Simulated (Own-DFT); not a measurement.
# Same atoms, different arrangement: C16Si16, 32 atoms

Everything here is calculated. The program is Own-DFT (plane waves, in-house, since retired, never reviewed by a person); positions were held fixed, and spin and spin-orbit coupling were off.

Settings: PBE; PseudoDojo norm-conserving scalar-relativistic files; cutoff 42 hartree; 5 x 5 x 3 k mesh centred on Gamma; Fermi-Dirac smearing of 0.1 eV.

Keep in mind: forces on such cells passed a denser k mesh, each cell not checked; stress not checked against mesh or cutoff.

All cells hold the same atoms in the same cell, with vectors in Å (6.165, 0.000, 0.000); (-3.083, 5.339, 0.000); (0.000, 0.000, 10.068). Atoms are randomly off their ideal sites, by an rms of u per axis. E is the free energy of the cell above the lowest run. The arrangements:

- A: 2H SiC
- B: 4H SiC

| arrangement | u (Å) | E (eV) | P (GPa) |
|---|---|---|---|
| A | 0.0265 | 0.000 | 3.66 |
| A | 0.0322 | 0.481 | 3.96 |
| A | 0.0324 | 0.485 | 4.05 |
| A | 0.0566 | 3.021 | 6.00 |
| A | 0.0597 | 3.749 | 6.17 |
| A | 0.0635 | 4.781 | 7.61 |
| B | 0.0276 | 0.117 | 3.66 |
| B | 0.0326 | 0.561 | 4.08 |
| B | 0.0330 | 0.299 | 3.83 |
| B | 0.0564 | 2.383 | 5.40 |
| B | 0.0567 | 3.036 | 6.14 |
| B | 0.0628 | 3.495 | 6.23 |

Asked: once the cost of the random moves is taken out, how do the arrangements rank?

## Answer

Fit E = a + b u², with one b for all and one a for each arrangement, and with residuals divided by u², since the noise grows with the moves. Then b = 1199 eV/Å², the scatter at u = 0.04 Å is 0.19 eV, and against A:

- B: -0.06 ± 0.09 eV (not told apart from A)

The cells share one lattice and weren't relaxed, which can shift such small differences either way.
